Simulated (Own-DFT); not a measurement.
# Point defects and the pressure they add: zincblende GaAs

The numbers are computed, not measured, by runs of the plane-wave DFT program Own-DFT (in-house, retired, unreviewed) at fixed positions, with no spin and no spin-orbit coupling.

All runs used: PBE; PseudoDojo norm-conserving scalar-relativistic files; cutoff 42 hartree; 3 x 3 x 3 k mesh centred on Gamma; Fermi-Dirac smearing of 0.1 eV.

Known weak points (not all hold for every row): not probed for a lower state with spin; forces not confirmed at this smearing and k mesh; stress not checked against mesh or cutoff.

All runs share one cell, with vectors in Å (10.862, 0.000, 0.000); (0.000, 10.862, 0.000); (0.000, 0.000, 11.796) and a volume of 1391.7 Å³, strained against the parent crystal. The atoms are randomly displaced, by u rms on each axis. The defect's site can differ from row to row.

```
cell,formula,u (Å),P (GPa)
no defect,As32Ga32,0.0267,6.60
no defect,As32Ga32,0.0303,6.69
no defect,As32Ga32,0.0523,7.10
one Al on a Ga site,AlAs32Ga31,0.0283,6.63
one Al on a Ga site,AlAs32Ga31,0.0303,6.62
one Al on a Ga site,AlAs32Ga31,0.0539,7.08
one P on an As site,As31Ga32P,0.0298,6.43
one P on an As site,As31Ga32P,0.0469,6.72
one P on an As site,As31Ga32P,0.0515,6.69
one In on a Ga site,As32Ga31In,0.0288,?
one In on a Ga site,As32Ga31In,0.0301,7.40
one In on a Ga site,As32Ga31In,0.0305,7.47
one In on a Ga site,As32Ga31In,0.0317,7.43
one As vacancy and one Ga vacancy,As31Ga31,0.0272,5.95
one As vacancy and one Ga vacancy,As31Ga31,0.0484,6.34
one As vacancy and one Ga vacancy,As31Ga31,0.0506,6.33
```

## Analysis

P = P0 + c u² + a shift for each defect gives P0 = 6.48 GPa, c = 216 ± 15 GPa/Å² and a scatter of 0.04 GPa. The shifts, and each times the cell's volume:

- one In on a Ga site: 0.75 ± 0.04 GPa, 6.5 eV
- one Al on a Ga site: -0.04 ± 0.04 GPa, -0.3 eV (not resolved)
- one P on an As site: -0.28 ± 0.04 GPa, -2.5 eV
- one As vacancy and one Ga vacancy: -0.68 ± 0.04 GPa, -5.9 eV

Against the defect-free cell, a freed cell would be larger where the shift is positive and smaller where it is negative (160.2 GPa Å³ is 1 eV). The atoms around the defects weren't relaxed, which would change these numbers.

## Withheld run

Q: what pressure belongs in the blank (one In on a Ga site, u = 0.0288 Å)?

The fit gives 7.41 ± 0.05 GPa. DFT gave 7.36 GPa.
